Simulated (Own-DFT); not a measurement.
# What random displacements cost in zincblende GaP, 96 atoms (Ga48P48)

These are calculations, not measurements. They come from Own-DFT, an in-house plane-wave density functional program, since retired, whose code no person has reviewed. Each row is one single-point run on a periodic cell that was not relaxed, without spin or spin-orbit coupling.

Settings of every run: PBE; PseudoDojo norm-conserving scalar-relativistic files; cutoff 42 hartree; 2 x 3 x 3 k mesh centred on Gamma; Fermi-Dirac smearing of 0.1 eV.

Known limits, some of them of some rows only: some atoms lie very close together; forces on such cells moved up to 12 meV/angstrom on a denser k mesh; forces on such cells passed a denser k mesh, each cell not checked; stress not checked against mesh or cutoff.

Cell vectors in Å: (16.352, 0.000, 0.000); (0.000, 10.901, 0.000); (0.000, 0.000, 10.901). In each run every atom was moved at random and independently from its ideal site; u is the rms move along one axis. E is the free energy for each atom above the fitted value at u = 0, and F the rms of the force components.

```
run,u (Å),E (meV/atom),F (eV/Å),largest force (eV/Å),P (GPa)
1,0.0201,7.0,0.272,0.89,2.71
2,0.0205,7.5,0.285,0.96,2.72
3,0.0205,7.6,0.287,0.98,2.72
4,0.0490,41.2,0.698,3.48,3.18
5,0.0536,?,?,?,?
6,0.1009,173.8,1.454,5.60,5.28
7,0.1046,201.9,1.700,8.51,5.68
8,0.1580,440.9,2.967,15.45,8.90
9,0.2054,769.2,4.068,15.54,14.06
```

## Worked fit

For small independent moves the energy grows as E = (3/2) K u², with K the mean stiffness felt by one atom. The runs with u up to 0.11 Å give K = 11.7 ± 0.2 eV/Å², with residuals divided by u² + 0.0006 Å², since the noise grows with the moves. The scatter is 1.6 meV/atom at u = 0.05 Å. The forces follow F = G u with G = 14.4 eV/Å²; no force at u = 0 is resolved. G exceeds K because the moves of its neighbours add to the force on an atom, and stiffness differs between atoms. At u = 0.205 Å the parabola gives 743 meV/atom and the run 769. The pressure follows P = 2.58 + 274 u² GPa: at fixed volume, shortened bonds push harder than stretched ones pull.

## Withheld run

Question: what energy and rms force should run 5 give?

The fit gives 51 ± 2 meV/atom and about 0.77 eV/Å. The calculation gave 56.1 meV/atom and 0.823 eV/Å.
